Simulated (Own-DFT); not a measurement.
# Computed records: Si3Ge (diamond lattice with Si and Ge gathered in clusters, atoms displaced)

A calculation, not a measurement: plane-wave density functional theory by an unreviewed code, no spin, of a simulated periodic cell, stress positive in tension, run twice, with PBE and with PBEsol, both on files made for PBE, so the change isn't that of files made for PBEsol; forces on such cells passed a denser k mesh, this cell's mesh not checked; the far tail of each file's local potential was reset to the Coulomb form; each entry is a single point on an unrelaxed cell, so the pressure reflects the starting lattice, mostly measured values (interpolated for alloys), from which strain is counted, and rises with the displacements; printed positions are rounded, which can move forces by about a meV/angstrom; the program, named Own-DFT, is a retired in-house code; no spin-orbit coupling; stress was not checked against mesh or cutoff. Program: Own-DFT development build.

Settings shared by all entries: functional PBE, then PBEsol; potential files PseudoDojo norm-conserving, scalar-relativistic, standard set; wave cutoff 42 hartree; occupations Fermi-Dirac; smearing width 0.1 eV; k mesh 3 x 3 x 3 centred on Gamma.

```yaml
- entry: 1
  formula: Si3Ge
  kind: "diamond lattice with Si and Ge gathered in clusters, atoms displaced"
  structure:
    cell_angstrom: [[10.9755, 0.0, 0.0], [0.0, 10.9755, 0.0], [0.0, 0.0, 10.9755]]
    atoms_fractional:
      - [Si, 0.99088, 0.9979, 0.00146]
      - [Si, 0.99369, 0.2498, 0.25032]
      - [Si, 0.24864, 0.9967, 0.24606]
      - [Ge, 0.24919, 0.25308, 0.00386]
      - [Ge, 0.13117, 0.12655, 0.12859]
      - [Si, 0.12628, 0.37342, 0.37576]
      - [Si, 0.3803, 0.11735, 0.37737]
      - [Ge, 0.37184, 0.37731, 0.13496]
      - [Si, 0.00357, 0.99702, 0.49581]
      - [Si, 0.00143, 0.24806, 0.75752]
      - [Ge, 0.25386, 0.01226, 0.75559]
      - [Si, 0.25145, 0.24505, 0.50606]
      - [Ge, 0.1161, 0.12666, 0.63109]
      - [Ge, 0.12929, 0.38536, 0.86978]
      - [Ge, 0.37378, 0.12564, 0.87577]
      - [Ge, 0.38211, 0.37745, 0.63839]
      - [Si, 0.00312, 0.5092, 0.99662]
      - [Si, 0.00625, 0.7548, 0.25613]
      - [Si, 0.25638, 0.50455, 0.24762]
      - [Si, 0.25374, 0.75494, 0.00622]
      - [Si, 0.11606, 0.62701, 0.13289]
      - [Si, 0.12783, 0.88776, 0.38695]
      - [Si, 0.36516, 0.61828, 0.37772]
      - [Ge, 0.37089, 0.86232, 0.12226]
      - [Si, 0.99334, 0.50082, 0.50525]
      - [Si, 0.99665, 0.74989, 0.74357]
      - [Si, 0.25582, 0.50523, 0.75494]
      - [Si, 0.24437, 0.75694, 0.49745]
      - [Si, 0.12476, 0.62098, 0.62815]
      - [Ge, 0.11446, 0.88152, 0.88173]
      - [Si, 0.36897, 0.62053, 0.8739]
      - [Ge, 0.36716, 0.86791, 0.62361]
      - [Ge, 0.50395, 0.9921, 0.99341]
      - [Si, 0.50154, 0.24714, 0.24304]
      - [Si, 0.74514, 0.00387, 0.24319]
      - [Si, 0.74886, 0.24689, 0.99095]
      - [Ge, 0.62248, 0.11449, 0.12207]
      - [Si, 0.62447, 0.3744, 0.37498]
      - [Si, 0.87433, 0.12283, 0.3688]
      - [Si, 0.87772, 0.37398, 0.13213]
      - [Si, 0.50084, 0.01123, 0.49737]
      - [Ge, 0.5014, 0.24931, 0.74191]
      - [Si, 0.74217, 0.00228, 0.75018]
      - [Si, 0.76145, 0.25705, 0.50456]
      - [Ge, 0.62693, 0.12124, 0.62645]
      - [Ge, 0.61968, 0.37333, 0.86957]
      - [Si, 0.86949, 0.12924, 0.87058]
      - [Si, 0.87956, 0.37145, 0.62485]
      - [Si, 0.50839, 0.49808, 0.99646]
      - [Si, 0.49386, 0.74279, 0.2552]
      - [Si, 0.74484, 0.50473, 0.24336]
      - [Si, 0.76274, 0.74455, 0.00167]
      - [Si, 0.62647, 0.6353, 0.12145]
      - [Si, 0.62782, 0.87951, 0.37084]
      - [Si, 0.87071, 0.6285, 0.37144]
      - [Si, 0.87054, 0.87335, 0.1288]
      - [Si, 0.50933, 0.49855, 0.49554]
      - [Si, 0.50966, 0.74719, 0.75541]
      - [Si, 0.75064, 0.50092, 0.75468]
      - [Si, 0.75005, 0.74169, 0.4888]
      - [Si, 0.61456, 0.63603, 0.62281]
      - [Si, 0.62181, 0.86986, 0.88073]
      - [Si, 0.87031, 0.62792, 0.86411]
      - [Si, 0.87355, 0.87454, 0.61735]
  results:
    "PBE_pressure [GPa]": 3.08
    "PBE_stress_xx [GPa]": -3.07
    "PBE_stress_yy [GPa]": -3.06
    "PBE_stress_zz [GPa]": -3.1
    "PBE_stress_yz [GPa]": -1.48
    "PBE_stress_xz [GPa]": -0.48
    "PBE_stress_xy [GPa]": 0.66
    "PBEsol_pressure [GPa]": 1.29
    "PBEsol_stress_xx [GPa]": -1.28
    "PBEsol_stress_yy [GPa]": -1.26
    "PBEsol_stress_zz [GPa]": -1.32
    "PBEsol_stress_yz [GPa]": -1.48
    "PBEsol_stress_xz [GPa]": -0.45
    "PBEsol_stress_xy [GPa]": 0.65
    force_element: [Si, Si, Si, Ge, Ge, Si, Si, Ge, Si, Si, Ge, Si, Ge, Ge, Ge, Ge, Si, Si, Si, Si, Si, Si, Si, Ge, Si, Si, Si, Si, Si, Ge, Si, Ge, Ge, Si, Si, Si, Ge, Si, Si, Si, Si, Ge, Si, Si, Ge, Ge, Si, Si, Si, Si, Si, Si, Si, Si, Si, Si, Si, Si, Si, Si, Si, Si, Si, Si]
    "PBE_force_x [eV/angstrom]": [-0.455, 1.219, 0.872, 0.204, -1.88, -0.051, -1.237, 1.465, -1.861, -0.675, -1.553, 0.12, 0.572, -0.655, 1.407, -1.307, -1.108, -0.779, -2.411, -2.556, 1.534, 0.518, 1.168, 1.58, 0.791, 0.258, -0.637, -0.271, 0.023, 1.1, 1.673, 1.749, -1.566, -0.096, 0.989, 0.069, 0.171, 0.911, -0.128, -0.736, 0.443, 0.334, 1.201, -1.212, 0.477, 1.106, 0.393, 0.129, -1.321, 0.631, 0.281, -1.117, -0.433, -0.722, 1.011, 0.77, -1.457, -2.217, -0.648, -0.834, 1.967, 2.212, 1.101, -0.523]
    "PBE_force_y [eV/angstrom]": [1.181, 0.031, -0.143, 0.486, -0.39, 0.228, 1.462, 0.053, 1.307, 0.997, -2.184, 0.591, -0.121, -0.735, 1.114, 1.012, -0.397, 0.622, -0.123, -2.244, 0.128, -1.31, 0.805, 1.791, 0.08, 0.341, -0.045, -1.862, 0.529, -1.02, 1.333, 1.179, 0.156, -0.227, -1.072, 0.684, 1.787, -0.473, 0.037, 0.608, -2.504, -1.179, -1.458, -1.169, 0.933, 0.036, -1.031, 0.802, 0.885, 0.411, -0.389, 0.751, -0.856, -0.398, -1.11, 0.167, 0.531, 0.296, -0.158, 1.664, -1.561, -0.587, -0.159, -0.112]
    "PBE_force_z [eV/angstrom]": [0.668, 0.519, 1.076, -0.559, -0.186, 0.2, -1.284, -1.39, 1.069, -0.309, -1.05, -0.54, -0.918, 0.801, 0.932, -2.613, 0.403, 0.579, 0.653, -1.851, -0.79, -2.247, 0.757, 1.628, -0.974, 0.162, -1.474, 0.12, -0.491, -0.783, 1.403, 0.786, 0.772, 1.533, 1.149, 1.435, -0.81, -0.667, 0.729, -1.786, 0.425, 1.448, 0.517, -1.204, -1.254, 0.439, 0.32, 1.507, 0.859, 0.188, 0.487, -0.367, -0.009, 0.308, -0.501, 0.168, 0.741, 0.146, -1.8, 1.284, -0.6, -0.755, 0.921, 0.078]
    "PBEsol_force_x [eV/angstrom]": [-0.357, 1.265, 0.862, 0.205, -1.791, -0.049, -1.247, 1.392, -1.81, -0.553, -1.508, 0.124, 0.605, -0.603, 1.351, -1.22, -1.055, -0.757, -2.33, -2.497, 1.511, 0.529, 1.147, 1.576, 0.774, 0.305, -0.637, -0.216, 0.033, 1.107, 1.656, 1.679, -1.561, -0.097, 0.918, -0.026, 0.112, 0.901, -0.14, -0.733, 0.474, 0.325, 1.128, -1.239, 0.406, 1.029, 0.39, 0.138, -1.288, 0.579, 0.271, -1.083, -0.445, -0.718, 1.013, 0.756, -1.467, -2.238, -0.702, -0.83, 1.938, 2.136, 1.092, -0.533]
    "PBEsol_force_y [eV/angstrom]": [1.164, -0.015, -0.136, 0.463, -0.335, 0.228, 1.452, 0.004, 1.356, 0.984, -2.106, 0.57, -0.154, -0.76, 1.069, 0.919, -0.434, 0.637, -0.185, -2.118, 0.121, -1.288, 0.795, 1.794, 0.094, 0.386, -0.165, -1.794, 0.51, -0.966, 1.329, 1.195, 0.213, -0.226, -0.991, 0.693, 1.702, -0.491, 0.021, 0.605, -2.468, -1.125, -1.389, -1.197, 0.964, -0.02, -1.033, 0.788, 0.786, 0.441, -0.379, 0.738, -0.821, -0.391, -1.111, 0.157, 0.491, 0.331, -0.215, 1.635, -1.544, -0.52, -0.156, -0.102]
    "PBEsol_force_z [eV/angstrom]": [0.641, 0.476, 0.952, -0.538, -0.232, 0.195, -1.287, -1.402, 1.117, -0.303, -1.017, -0.446, -0.851, 0.815, 0.89, -2.489, 0.338, 0.589, 0.564, -1.81, -0.777, -2.229, 0.78, 1.564, -0.975, 0.196, -1.465, 0.169, -0.483, -0.786, 1.403, 0.806, 0.801, 1.412, 1.068, 1.419, -0.846, -0.665, 0.728, -1.771, 0.529, 1.408, 0.464, -1.164, -1.175, 0.381, 0.302, 1.519, 0.826, 0.154, 0.478, -0.37, -0.013, 0.308, -0.517, 0.186, 0.767, 0.134, -1.75, 1.27, -0.599, -0.671, 0.905, 0.076]
    "rms_change_of_force_components_from_PBE_to_PBEsol [eV/angstrom]": 0.046
- entry: 2
  formula: Si3Ge
  kind: "diamond lattice with Si and Ge gathered in clusters, atoms displaced"
  structure:
    cell_angstrom: [[10.9755, 0.0, 0.0], [0.0, 10.9755, 0.0], [0.0, 0.0, 10.9755]]
    atoms_fractional:
      - [Si, 0.00068, 0.00128, 0.00597]
      - [Si, 0.00623, 0.25815, 0.2568]
      - [Si, 0.24956, 0.00408, 0.24534]
      - [Si, 0.24042, 0.24727, 0.00704]
      - [Si, 0.11425, 0.12056, 0.12737]
      - [Si, 0.11988, 0.37566, 0.37549]
      - [Si, 0.37284, 0.12427, 0.37508]
      - [Si, 0.37453, 0.37919, 0.1366]
      - [Ge, 0.00248, 0.00836, 0.50635]
      - [Si, 0.00394, 0.25197, 0.74623]
      - [Si, 0.25539, 0.99907, 0.75865]
      - [Si, 0.25006, 0.24362, 0.50285]
      - [Si, 0.12966, 0.11681, 0.62342]
      - [Si, 0.12852, 0.37934, 0.88058]
      - [Si, 0.37624, 0.13317, 0.88527]
      - [Si, 0.36656, 0.37998, 0.62004]
      - [Si, 0.99308, 0.4878, 0.00317]
      - [Ge, 0.00762, 0.74727, 0.2409]
      - [Si, 0.25399, 0.504, 0.24703]
      - [Si, 0.25557, 0.75545, 0.00345]
      - [Si, 0.12484, 0.61797, 0.11723]
      - [Si, 0.12828, 0.87989, 0.37358]
      - [Si, 0.37352, 0.62509, 0.3804]
      - [Si, 0.36749, 0.86993, 0.12452]
      - [Ge, 0.00372, 0.5002, 0.49477]
      - [Ge, 0.00177, 0.7427, 0.75279]
      - [Si, 0.24597, 0.49483, 0.75987]
      - [Si, 0.24169, 0.74754, 0.50308]
      - [Si, 0.12042, 0.60897, 0.62898]
      - [Si, 0.12378, 0.8737, 0.8697]
      - [Si, 0.37935, 0.62233, 0.86746]
      - [Si, 0.37013, 0.88369, 0.62694]
      - [Si, 0.49235, 0.01567, 0.99471]
      - [Si, 0.49796, 0.25727, 0.24423]
      - [Ge, 0.75251, 0.00243, 0.25633]
      - [Si, 0.75046, 0.25812, 4.0e-05]
      - [Si, 0.61603, 0.12626, 0.12597]
      - [Si, 0.62168, 0.37818, 0.37375]
      - [Si, 0.87948, 0.12815, 0.37729]
      - [Si, 0.87672, 0.38261, 0.12104]
      - [Ge, 0.49518, 0.99985, 0.49878]
      - [Si, 0.49666, 0.25231, 0.74667]
      - [Ge, 0.74439, 0.99515, 0.73883]
      - [Si, 0.75215, 0.25264, 0.49927]
      - [Si, 0.62467, 0.11994, 0.63251]
      - [Si, 0.62166, 0.37488, 0.87817]
      - [Si, 0.88071, 0.12916, 0.87037]
      - [Si, 0.87222, 0.37818, 0.6232]
      - [Si, 0.49477, 0.50665, 0.00505]
      - [Ge, 0.49403, 0.73922, 0.24363]
      - [Ge, 0.76241, 0.49798, 0.24167]
      - [Si, 0.75342, 0.75556, 0.00308]
      - [Si, 0.6329, 0.61889, 0.11916]
      - [Ge, 0.62412, 0.8706, 0.38365]
      - [Ge, 0.87629, 0.62729, 0.36025]
      - [Si, 0.88728, 0.87748, 0.12944]
      - [Ge, 0.49823, 0.50619, 0.5066]
      - [Ge, 0.5011, 0.74974, 0.75341]
      - [Si, 0.74482, 0.49954, 0.75138]
      - [Ge, 0.74568, 0.75401, 0.49274]
      - [Ge, 0.62009, 0.62092, 0.62506]
      - [Si, 0.62213, 0.86708, 0.87832]
      - [Si, 0.87376, 0.6226, 0.86539]
      - [Ge, 0.88012, 0.87147, 0.62158]
  results:
    "PBE_pressure [GPa]": 3.03
    "PBE_stress_xx [GPa]": -3.16
    "PBE_stress_yy [GPa]": -2.99
    "PBE_stress_zz [GPa]": -2.94
    "PBE_stress_yz [GPa]": -0.09
    "PBE_stress_xz [GPa]": -0.76
    "PBE_stress_xy [GPa]": -0.18
    "PBEsol_pressure [GPa]": 1.24
    "PBEsol_stress_xx [GPa]": -1.36
    "PBEsol_stress_yy [GPa]": -1.21
    "PBEsol_stress_zz [GPa]": -1.15
    "PBEsol_stress_yz [GPa]": -0.09
    "PBEsol_stress_xz [GPa]": -0.76
    "PBEsol_stress_xy [GPa]": -0.2
    force_element: [Si, Si, Si, Si, Si, Si, Si, Si, Ge, Si, Si, Si, Si, Si, Si, Si, Si, Ge, Si, Si, Si, Si, Si, Si, Ge, Ge, Si, Si, Si, Si, Si, Si, Si, Si, Ge, Si, Si, Si, Si, Si, Ge, Si, Ge, Si, Si, Si, Si, Si, Si, Ge, Ge, Si, Si, Ge, Ge, Si, Ge, Ge, Si, Ge, Ge, Si, Si, Ge]
    "PBE_force_x [eV/angstrom]": [-0.385, -1.477, 0.009, 0.73, 0.94, 2.477, 0.128, -0.541, -0.182, 0.355, -0.404, -0.424, 0.83, -1.028, -1.405, 0.145, 1.298, 0.879, -1.059, -1.357, 0.656, -0.113, -0.874, 1.269, -1.464, 0.371, 0.803, 0.412, 1.154, 0.524, -1.049, -0.181, 1.209, 0.288, -0.206, 0.0, 1.203, 0.595, -0.185, 0.042, 0.235, -0.027, 1.015, -0.764, -0.888, -0.467, -0.757, 0.135, 0.313, 0.871, -2.357, 0.507, -0.326, -1.614, 0.267, -1.635, -0.797, -0.66, 0.268, 1.665, 1.654, 0.276, -0.657, -0.241]
    "PBE_force_y [eV/angstrom]": [-0.288, -0.996, -0.426, 0.564, 1.034, -0.029, 0.787, -0.195, -1.128, 0.202, 0.712, 0.632, 1.344, -1.457, 0.967, -0.882, 2.339, 0.546, 0.003, -1.605, 0.095, -0.263, 0.285, 1.884, -0.07, 0.163, 0.568, 0.186, 1.374, 0.331, 0.237, -1.484, -2.923, -0.922, -0.112, -1.161, 0.48, -0.296, 0.938, -3.072, 0.565, 0.165, -0.557, -0.383, 1.8, 0.396, -0.291, -0.214, -0.996, 0.499, -0.156, -0.482, 0.781, 1.07, 0.542, 0.093, -1.429, 0.579, -0.553, -2.112, 1.182, 1.736, -0.364, -0.234]
    "PBE_force_z [eV/angstrom]": [-1.863, -1.329, 0.408, 0.356, 0.627, 0.023, -0.901, -1.913, -1.507, -0.092, -0.058, -0.62, 1.75, 0.159, -1.717, 0.961, -1.89, 0.553, 1.222, -1.845, -0.388, 0.127, -0.235, 0.278, 0.243, -0.673, -1.032, 0.397, 0.124, 1.459, 1.394, 0.01, 1.245, 1.47, -0.621, -0.014, -0.266, 0.001, -0.035, 0.719, 0.583, 0.287, 2.318, 0.205, -1.722, -0.101, 0.542, 0.343, -0.576, 0.281, 0.806, -0.19, -0.023, -2.444, 1.598, -0.62, -1.573, -0.924, -0.077, 1.427, 0.738, 0.581, 1.982, 0.031]
    "PBEsol_force_x [eV/angstrom]": [-0.38, -1.469, 0.015, 0.716, 0.916, 2.414, 0.183, -0.54, -0.226, 0.365, -0.387, -0.424, 0.761, -1.02, -1.406, 0.189, 1.282, 0.807, -1.054, -1.345, 0.597, -0.194, -0.763, 1.323, -1.468, 0.326, 0.799, 0.395, 1.043, 0.453, -0.981, -0.088, 1.201, 0.291, -0.229, 0.003, 1.239, 0.587, -0.18, -0.03, 0.28, -0.034, 1.036, -0.763, -0.853, -0.474, -0.784, 0.179, 0.292, 0.878, -2.254, 0.522, -0.299, -1.546, 0.261, -1.611, -0.72, -0.599, 0.208, 1.604, 1.549, 0.249, -0.593, -0.249]
    "PBEsol_force_y [eV/angstrom]": [-0.291, -0.981, -0.408, 0.557, 1.022, 0.045, 0.726, -0.199, -1.151, 0.213, 0.718, 0.625, 1.253, -1.444, 0.989, -0.806, 2.328, 0.493, 0.022, -1.597, 0.131, -0.258, 0.282, 1.824, -0.032, 0.199, 0.566, 0.179, 1.345, 0.271, 0.293, -1.465, -2.91, -0.917, -0.151, -1.151, 0.427, -0.204, 0.821, -2.999, 0.503, 0.167, -0.596, -0.383, 1.672, 0.391, -0.327, -0.16, -0.979, 0.506, -0.087, -0.472, 0.76, 1.04, 0.516, 0.064, -1.331, 0.524, -0.5, -2.03, 1.178, 1.697, -0.304, -0.214]
    "PBEsol_force_z [eV/angstrom]": [-1.861, -1.328, 0.393, 0.369, 0.632, 0.092, -0.845, -1.911, -1.438, -0.106, -0.036, -0.615, 1.678, 0.167, -1.708, 0.897, -1.885, 0.584, 1.217, -1.834, -0.35, 0.128, -0.222, 0.334, 0.201, -0.704, -1.018, 0.406, 0.105, 1.387, 1.311, -0.02, 1.23, 1.457, -0.563, -0.005, -0.218, 0.012, -0.033, 0.799, 0.535, 0.268, 2.22, 0.201, -1.696, -0.096, 0.499, 0.298, -0.557, 0.306, 0.841, -0.176, 0.068, -2.35, 1.533, -0.502, -1.484, -0.952, -0.126, 1.377, 0.675, 0.482, 1.908, 0.029]
    "rms_change_of_force_components_from_PBE_to_PBEsol [eV/angstrom]": 0.047
```
